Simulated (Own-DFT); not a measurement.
# Computed records: GaP (zincblende, strained, atoms displaced), SiC (2H silicon carbide, atoms displaced)

Computed with Own-DFT development build. A calculation, not a measurement: plane-wave PBE density functional theory by an unreviewed code, no spin, of a simulated periodic cell, stress positive in tension, free energy of the whole cell less one offset for each atom, forces on such cells passed a denser k mesh, this cell's mesh not checked; offsets are fitted by least squares, one for each functional and potential file, so energies compare only between cells with the same atoms and settings and are not formation energies; the far tail of each file's local potential was reset to the Coulomb form; each entry is a single point on an unrelaxed cell, so the pressure reflects the starting lattice, mostly measured values (interpolated for alloys), from which strain is counted, and rises with the displacements; printed positions are rounded, which can move forces by about a meV/angstrom; the program, named Own-DFT, is a retired in-house code; no spin-orbit coupling.

Settings shared by all entries: functional PBE; potential files PseudoDojo norm-conserving, scalar-relativistic, standard set; wave cutoff 42 hartree; occupations Fermi-Dirac; smearing width 0.1 eV.

(1) 
```cif
# cell vector a (Å): 10.8620 0.0000 0.0000
# cell vector b (Å): 0.0000 10.8620 0.0000
# cell vector c (Å): 0.0000 0.0000 10.9439
data_GaP
_symmetry_space_group_name_H-M 'P 1'
_symmetry_Int_Tables_number 1
_cell_length_a 10.8620
_cell_length_b 10.8620
_cell_length_c 10.9439
_cell_angle_alpha 90.000
_cell_angle_beta 90.000
_cell_angle_gamma 90.000
_cell_volume 1291.19
loop_
_atom_site_label
_atom_site_type_symbol
_atom_site_fract_x
_atom_site_fract_y
_atom_site_fract_z
_atom_site_occupancy
Ga1 Ga 0.00276 0.99956 0.99651 1
Ga2 Ga 0.99841 0.25259 0.25064 1
Ga3 Ga 0.25087 0.00393 0.25098 1
Ga4 Ga 0.24766 0.24783 0.00310 1
P1 P 0.12705 0.12386 0.12619 1
P2 P 0.12166 0.37700 0.37736 1
P3 P 0.37196 0.12539 0.37877 1
P4 P 0.37167 0.36734 0.12002 1
Ga5 Ga 0.99668 0.99886 0.50153 1
Ga6 Ga 0.00239 0.24901 0.75270 1
Ga7 Ga 0.25092 0.99636 0.75241 1
Ga8 Ga 0.24530 0.25465 0.50056 1
P5 P 0.12641 0.12277 0.61760 1
P6 P 0.12563 0.36954 0.87633 1
P7 P 0.37929 0.12773 0.87591 1
P8 P 0.37530 0.37624 0.62834 1
Ga9 Ga 0.99890 0.50005 0.00389 1
Ga10 Ga 0.99991 0.74753 0.25162 1
Ga11 Ga 0.25183 0.49757 0.24619 1
Ga12 Ga 0.24834 0.74867 0.99616 1
P9 P 0.12433 0.63005 0.12953 1
P10 P 0.12836 0.87469 0.37859 1
P11 P 0.37179 0.62729 0.37793 1
P12 P 0.36891 0.87671 0.12781 1
Ga13 Ga 0.00359 0.50422 0.49594 1
Ga14 Ga 0.00226 0.74440 0.75127 1
Ga15 Ga 0.25267 0.49943 0.74717 1
Ga16 Ga 0.24822 0.75220 0.50416 1
P13 P 0.12877 0.62802 0.62143 1
P14 P 0.12412 0.87493 0.87133 1
P15 P 0.37850 0.62778 0.87751 1
P16 P 0.37735 0.87051 0.62667 1
Ga17 Ga 0.49725 0.00331 0.00440 1
Ga18 Ga 0.50283 0.25054 0.24649 1
Ga19 Ga 0.74713 0.00083 0.24457 1
Ga20 Ga 0.75515 0.25125 0.99639 1
P17 P 0.62443 0.12453 0.13089 1
P18 P 0.62015 0.37774 0.37445 1
P19 P 0.87453 0.12520 0.37996 1
P20 P 0.87446 0.37535 0.12417 1
Ga21 Ga 0.50063 0.99897 0.49503 1
Ga22 Ga 0.50190 0.24858 0.74388 1
Ga23 Ga 0.75481 0.00348 0.75193 1
Ga24 Ga 0.74633 0.24869 0.49676 1
P21 P 0.62652 0.12052 0.62544 1
P22 P 0.62493 0.37715 0.86941 1
P23 P 0.87802 0.12585 0.87525 1
P24 P 0.87330 0.37353 0.62401 1
Ga25 Ga 0.50428 0.50220 0.99875 1
Ga26 Ga 0.50067 0.75003 0.24331 1
Ga27 Ga 0.75341 0.49376 0.25678 1
Ga28 Ga 0.75719 0.74923 0.00260 1
P25 P 0.62332 0.62221 0.12643 1
P26 P 0.62235 0.87168 0.37209 1
P27 P 0.87883 0.62492 0.37578 1
P28 P 0.87520 0.87250 0.12824 1
Ga29 Ga 0.50115 0.50198 0.50433 1
Ga30 Ga 0.50148 0.74635 0.74695 1
Ga31 Ga 0.74590 0.49896 0.75294 1
Ga32 Ga 0.74687 0.75301 0.49619 1
P29 P 0.62698 0.62303 0.62871 1
P30 P 0.62423 0.87775 0.88019 1
P31 P 0.87657 0.62735 0.87752 1
P32 P 0.86838 0.87441 0.62471 1
_calc_k_mesh '3 x 3 x 3 centred on Gamma'
_calc_free_energy_of_cell_above_offsets '-34.916'  # eV
_calc_pressure 3.15  # GPa
_calc_stress_xx -3.34  # GPa
_calc_stress_yy -3.36  # GPa
_calc_stress_zz -2.74  # GPa
_calc_stress_yz -0.19  # GPa
_calc_stress_xz -0.02  # GPa
_calc_stress_xy 0.41  # GPa
```

Force:
| element | x (eV/Å) | y (eV/Å) | z (eV/Å) |
| --- | --- | --- | --- |
| Ga | -0.202 | -0.17 | 0.602 |
| Ga | 0.041 | -0.448 | 0.122 |
| Ga | -0.197 | -0.345 | 0.414 |
| Ga | 0.072 | -0.39 | -0.696 |
| P | -0.654 | 0.053 | 0.063 |
| P | 0.45 | -0.027 | -0.754 |
| P | 0.412 | 0.576 | -0.335 |
| P | 0.776 | 1.029 | 0.364 |
| Ga | 0.148 | -0.348 | -0.107 |
| Ga | -0.018 | -0.066 | -0.879 |
| Ga | 0.382 | 0.589 | -0.473 |
| Ga | 0.478 | -0.106 | 0.032 |
| P | -0.108 | 0.009 | 1.184 |
| P | 0.044 | 0.947 | 0.04 |
| P | -0.523 | -0.129 | -0.165 |
| P | 0.047 | -0.307 | -0.663 |
| Ga | 0.493 | 0.17 | -0.289 |
| Ga | 0.194 | 0.694 | 0.374 |
| Ga | 0.013 | 0.118 | 0.426 |
| Ga | 0.003 | 0.307 | 0.406 |
| P | 0.277 | -0.745 | -0.707 |
| P | -0.625 | 0.252 | -0.399 |
| P | 0.416 | -0.251 | -0.374 |
| P | 0.338 | -0.151 | -0.507 |
| Ga | -0.434 | -0.318 | 0.914 |
| Ga | -0.358 | 0.48 | -0.516 |
| Ga | -0.317 | 0.285 | 0.753 |
| Ga | 0.541 | 0.169 | -0.452 |
| P | -0.448 | -0.676 | 0.656 |
| P | -0.024 | -0.231 | 0.251 |
| P | -0.354 | -0.448 | -0.369 |
| P | 0.024 | 0.578 | -0.17 |
| Ga | 0.066 | -0.345 | -0.029 |
| Ga | -0.752 | -0.006 | 0.621 |
| Ga | 0.583 | -0.297 | 1.019 |
| Ga | -0.783 | -0.076 | 0.236 |
| P | 0.266 | 0.461 | -1.227 |
| P | 0.157 | -0.362 | 0.304 |
| P | -0.166 | -0.159 | -0.985 |
| P | -0.027 | -0.106 | 0.223 |
| Ga | -0.197 | -0.184 | 0.541 |
| Ga | -0.019 | -0.075 | 0.361 |
| Ga | -0.605 | -0.491 | 0.247 |
| Ga | -0.048 | 0.233 | 0.362 |
| P | -0.098 | 0.209 | -0.364 |
| P | -0.23 | -0.724 | 0.792 |
| P | 0.062 | -0.103 | 0.07 |
| P | 0.254 | 0.345 | 0.065 |
| Ga | -0.502 | -0.542 | 0.094 |
| Ga | -0.607 | -0.149 | 0.529 |
| Ga | -0.269 | 0.635 | -0.44 |
| Ga | -0.991 | 0.15 | -0.043 |
| P | 0.954 | -0.051 | 0.067 |
| P | 0.129 | 0.391 | -0.36 |
| P | -0.704 | 0.138 | 0.018 |
| P | 0.439 | 0.52 | -0.215 |
| Ga | -0.415 | 0.168 | -0.287 |
| Ga | 0.236 | 0.541 | 0.64 |
| Ga | 1.12 | 0.228 | -0.369 |
| Ga | 0.109 | -0.522 | 0.285 |
| P | 0.18 | 0.307 | -0.594 |
| P | 0.276 | -0.257 | -0.307 |
| P | -0.068 | -0.722 | -0.263 |
| P | 0.764 | -0.251 | 0.258 |

(2) 
```cif
# cell vector a (Å): 10.8620 0.0000 0.0000
# cell vector b (Å): 0.0000 10.8620 0.0000
# cell vector c (Å): 0.0000 0.0000 10.9361
data_GaP
_symmetry_space_group_name_H-M 'P 1'
_symmetry_Int_Tables_number 1
_cell_length_a 10.8620
_cell_length_b 10.8620
_cell_length_c 10.9361
_cell_angle_alpha 90.000
_cell_angle_beta 90.000
_cell_angle_gamma 90.000
_cell_volume 1290.27
loop_
_atom_site_label
_atom_site_type_symbol
_atom_site_fract_x
_atom_site_fract_y
_atom_site_fract_z
_atom_site_occupancy
Ga1 Ga 0.99845 0.00007 0.99907 1
Ga2 Ga 0.99722 0.24523 0.24753 1
Ga3 Ga 0.24690 0.00505 0.24530 1
Ga4 Ga 0.25542 0.24577 0.00153 1
P1 P 0.11892 0.13213 0.12216 1
P2 P 0.13079 0.37425 0.38444 1
P3 P 0.37896 0.12665 0.37874 1
P4 P 0.37178 0.38242 0.12935 1
Ga5 Ga 0.99551 0.99645 0.49567 1
Ga6 Ga 0.99917 0.24290 0.75307 1
Ga7 Ga 0.24542 0.00521 0.75558 1
Ga8 Ga 0.25127 0.24795 0.50791 1
P5 P 0.13381 0.11883 0.61898 1
P6 P 0.13242 0.38084 0.87639 1
P7 P 0.37419 0.12705 0.87433 1
P8 P 0.37665 0.38181 0.62422 1
Ga9 Ga 0.99754 0.50646 0.99632 1
Ga10 Ga 0.99606 0.74882 0.24800 1
Ga11 Ga 0.25364 0.49531 0.25192 1
Ga12 Ga 0.25216 0.75527 0.99672 1
P9 P 0.12865 0.62599 0.12914 1
P10 P 0.12038 0.88660 0.37718 1
P11 P 0.36936 0.62301 0.37509 1
P12 P 0.36476 0.86842 0.12119 1
Ga13 Ga 0.00696 0.49587 0.49820 1
Ga14 Ga 0.00481 0.75188 0.74730 1
Ga15 Ga 0.24847 0.49836 0.74666 1
Ga16 Ga 0.24164 0.75165 0.49887 1
P13 P 0.12314 0.62955 0.62650 1
P14 P 0.12604 0.87845 0.87366 1
P15 P 0.38260 0.62590 0.88003 1
P16 P 0.37261 0.87121 0.62563 1
Ga17 Ga 0.51214 0.99593 0.00725 1
Ga18 Ga 0.50072 0.23938 0.25163 1
Ga19 Ga 0.75080 0.00128 0.25090 1
Ga20 Ga 0.74988 0.25864 0.00050 1
P17 P 0.62501 0.11653 0.12481 1
P18 P 0.61902 0.37850 0.38690 1
P19 P 0.88277 0.11314 0.37041 1
P20 P 0.87442 0.38323 0.12090 1
Ga21 Ga 0.49995 0.99958 0.50599 1
Ga22 Ga 0.50041 0.25073 0.75809 1
Ga23 Ga 0.74194 0.00872 0.74691 1
Ga24 Ga 0.74711 0.24855 0.49778 1
P21 P 0.62673 0.12360 0.62282 1
P22 P 0.62045 0.37876 0.87867 1
P23 P 0.87047 0.12788 0.87075 1
P24 P 0.88327 0.36927 0.62645 1
Ga25 Ga 0.49662 0.49986 0.00396 1
Ga26 Ga 0.50453 0.75076 0.24823 1
Ga27 Ga 0.75183 0.49565 0.25061 1
Ga28 Ga 0.74662 0.74734 0.00219 1
P25 P 0.62272 0.62651 0.12405 1
P26 P 0.61862 0.88090 0.37424 1
P27 P 0.86849 0.62459 0.37049 1
P28 P 0.87165 0.87637 0.12748 1
Ga29 Ga 0.50121 0.50577 0.51091 1
Ga30 Ga 0.49958 0.75053 0.75655 1
Ga31 Ga 0.75493 0.50216 0.74281 1
Ga32 Ga 0.75206 0.74566 0.50098 1
P29 P 0.62600 0.62181 0.62793 1
P30 P 0.62506 0.87235 0.87314 1
P31 P 0.87744 0.61589 0.87213 1
P32 P 0.87036 0.87532 0.61359 1
_calc_hardware 'one NVIDIA H100'
_calc_k_mesh '3 x 3 x 3 centred on Gamma'
_calc_free_energy_of_cell_above_offsets '-33.160'  # eV
_calc_pressure 3.65  # GPa
_calc_stress_xx -3.77  # GPa
_calc_stress_yy -3.75  # GPa
_calc_stress_zz -3.42  # GPa
_calc_stress_yz -0.19  # GPa
_calc_stress_xz 0.18  # GPa
_calc_stress_xy -0.24  # GPa
_calc_wall_time 507  # s
```

Force:
| element | x (eV/Å) | y (eV/Å) | z (eV/Å) |
| --- | --- | --- | --- |
| Ga | -0.394 | 0.074 | -0.045 |
| Ga | -0.016 | 1.253 | 0.557 |
| Ga | 0.206 | -0.022 | 0.336 |
| Ga | -0.324 | 1.029 | 0.052 |
| P | 0.687 | -0.681 | -0.338 |
| P | -0.283 | -0.714 | -1.364 |
| P | -0.825 | -0.526 | -0.011 |
| P | 0.904 | -1.823 | -0.409 |
| Ga | 0.544 | 0.315 | 1.074 |
| Ga | 1.305 | 0.545 | -0.327 |
| Ga | 0.867 | -0.535 | -0.604 |
| Ga | 0.76 | 0.48 | -0.571 |
| P | -1.663 | 0.114 | 0.717 |
| P | -0.852 | -0.989 | 0.218 |
| P | 0.709 | -0.796 | 0.643 |
| P | -0.011 | -1.069 | 0.652 |
| Ga | 1.33 | -0.475 | 0.611 |
| Ga | 0.465 | 0.325 | 0.378 |
| Ga | -0.926 | 0.542 | 0.564 |
| Ga | -0.727 | -1.215 | -0.451 |
| P | -0.305 | 0.01 | -0.524 |
| P | 0.623 | -1.491 | -1.063 |
| P | 0.869 | 0.598 | 0.358 |
| P | 1.589 | 1.425 | 1.012 |
| Ga | -0.932 | 0.774 | 0.313 |
| Ga | -1.062 | 0.316 | 0.207 |
| Ga | 0.477 | 0.825 | 0.323 |
| Ga | 0.449 | 0.225 | -0.356 |
| P | 0.23 | -0.685 | -0.353 |
| P | -0.5 | -0.258 | 0.263 |
| P | -1.265 | -0.182 | -0.579 |
| P | -0.04 | 0.279 | 0.452 |
| Ga | -1.917 | -0.727 | -1.005 |
| Ga | 0.113 | 1.322 | -0.083 |
| Ga | -0.278 | -0.545 | 0.157 |
| Ga | -0.283 | -0.615 | -0.052 |
| P | 0.964 | 1.698 | 0.375 |
| P | 0.429 | -0.477 | -1.417 |
| P | -1.273 | 1.801 | 0.134 |
| P | 0.388 | -0.916 | 0.527 |
| Ga | -0.466 | -0.237 | -0.176 |
| Ga | -0.054 | 0.26 | -0.938 |
| Ga | 0.868 | -1.303 | 0.281 |
| Ga | 0.966 | -0.02 | -0.08 |
| P | -0.928 | 0.968 | 0.113 |
| P | 0.638 | 0.17 | -0.395 |
| P | -0.042 | -0.442 | 0.86 |
| P | -0.648 | 0.157 | -0.508 |
| Ga | 0.24 | 0.092 | 0.151 |
| Ga | -1.076 | -0.013 | 0.33 |
| Ga | -1.029 | 0.18 | 0.189 |
| Ga | 0.692 | 0.017 | -0.508 |
| P | 0.315 | -0.645 | 0.376 |
| P | 0.766 | -0.648 | 0.257 |
| P | 1.01 | -0.335 | 0.56 |
| P | 0.157 | -0.279 | -0.665 |
| Ga | -0.698 | 0.125 | -1.078 |
| Ga | -0.099 | -0.126 | -0.816 |
| Ga | -0.128 | -1.037 | 0.4 |
| Ga | -0.984 | 0.139 | -0.661 |
| P | 0.185 | 1.176 | 0.279 |
| P | 0.588 | 0.498 | 0.146 |
| P | -0.55 | 1.896 | -0.27 |
| P | 0.246 | 0.196 | 1.782 |

(3) 
```cif
# cell vector a (Å): 6.1654 0.0000 0.0000
# cell vector b (Å): -3.0827 5.3394 0.0000
# cell vector c (Å): 0.0000 0.0000 10.0681
data_SiC
_symmetry_space_group_name_H-M 'P 1'
_symmetry_Int_Tables_number 1
_cell_length_a 6.1654
_cell_length_b 6.1654
_cell_length_c 10.0681
_cell_angle_alpha 90.000
_cell_angle_beta 90.000
_cell_angle_gamma 120.000
_cell_volume 331.44
loop_
_atom_site_label
_atom_site_type_symbol
_atom_site_fract_x
_atom_site_fract_y
_atom_site_fract_z
_atom_site_occupancy
Si1 Si 0.00709 0.98777 0.98661 1
Si2 Si 0.18582 0.36116 0.24995 1
C1 C 0.01262 0.02725 0.19353 1
C2 C 0.15095 0.34716 0.44466 1
Si3 Si 0.96332 0.96440 0.50321 1
Si4 Si 0.16857 0.32348 0.75226 1
C3 C 0.99739 0.99212 0.67247 1
C4 C 0.19916 0.33397 0.93890 1
Si5 Si 0.97957 0.50120 0.99427 1
Si6 Si 0.19423 0.84060 0.26292 1
C5 C 0.00362 0.48858 0.20061 1
C6 C 0.15336 0.83405 0.43917 1
Si7 Si 0.00819 0.51311 0.50757 1
Si8 Si 0.12735 0.80908 0.74422 1
C7 C 0.98721 0.49796 0.68701 1
C8 C 0.21684 0.87525 0.94786 1
Si9 Si 0.52004 0.00818 0.00670 1
Si10 Si 0.67305 0.34850 0.24630 1
C9 C 0.50870 0.99228 0.19173 1
C10 C 0.69740 0.36663 0.43455 1
Si11 Si 0.53432 0.98910 0.48518 1
Si12 Si 0.66480 0.34225 0.76300 1
C11 C 0.51471 0.01051 0.68140 1
C12 C 0.67919 0.35349 0.93484 1
Si13 Si 0.49607 0.47562 0.99508 1
Si14 Si 0.66843 0.82056 0.22891 1
C13 C 0.47692 0.45056 0.18565 1
C14 C 0.67560 0.83200 0.43764 1
Si15 Si 0.52095 0.48590 0.49214 1
Si16 Si 0.68479 0.82670 0.74545 1
C15 C 0.47972 0.48865 0.67641 1
C16 C 0.68455 0.85588 0.93716 1
_calc_hardware 'one NVIDIA H100'
_calc_k_mesh '5 x 5 x 3 centred on Gamma'
_calc_free_energy_of_cell_above_offsets '5.849'  # eV
_calc_pressure 11.09  # GPa
_calc_stress_xx -20.38  # GPa
_calc_stress_yy -2.81  # GPa
_calc_stress_zz -10.06  # GPa
_calc_stress_yz -2.14  # GPa
_calc_stress_xz -0.12  # GPa
_calc_stress_xy 0.3  # GPa
_calc_wall_time 122.7  # s
```

Force:
| element | x (eV/Å) | y (eV/Å) | z (eV/Å) |
| --- | --- | --- | --- |
| Si | 0.221 | 2.995 | 4.063 |
| Si | -2.082 | -4.64 | 3.167 |
| C | 1.195 | -2.94 | -1.66 |
| C | 4.146 | -1.673 | -1.243 |
| Si | 4.238 | 5.3 | -3.09 |
| Si | -0.933 | 0.728 | -1.342 |
| C | -0.044 | 0.522 | 4.816 |
| C | -5.793 | -1.677 | -2.408 |
| Si | 6.335 | 2.664 | 3.057 |
| Si | -3.785 | -0.574 | -2.267 |
| C | -2.419 | 3.25 | -3.919 |
| C | 2.752 | 0.83 | 0.989 |
| Si | 0.138 | 0.221 | -1.326 |
| Si | 4.925 | 3.778 | 0.704 |
| C | 0.642 | -1.718 | 2.13 |
| C | -3.649 | -5.081 | -3.229 |
| Si | 1.101 | 0.821 | -0.049 |
| Si | 3.374 | -2.219 | 2.463 |
| C | -0.188 | 1.226 | -0.429 |
| C | 1.293 | -4.236 | -1.659 |
| Si | -6.647 | 3.685 | 3.611 |
| Si | -0.429 | -2.188 | -6.203 |
| C | -0.149 | -1.169 | 0.95 |
| C | 0.015 | -2.458 | 1.625 |
| Si | 0.103 | 4.149 | 2.343 |
| Si | 2.16 | 0.71 | 2.556 |
| C | 1.027 | 5.126 | -2.484 |
| C | -0.217 | -4.822 | -4.03 |
| Si | -6.02 | 0.993 | 1.591 |
| Si | -4.39 | 0.187 | -0.331 |
| C | 2.412 | 0.953 | 2.215 |
| C | 0.666 | -2.741 | -0.61 |
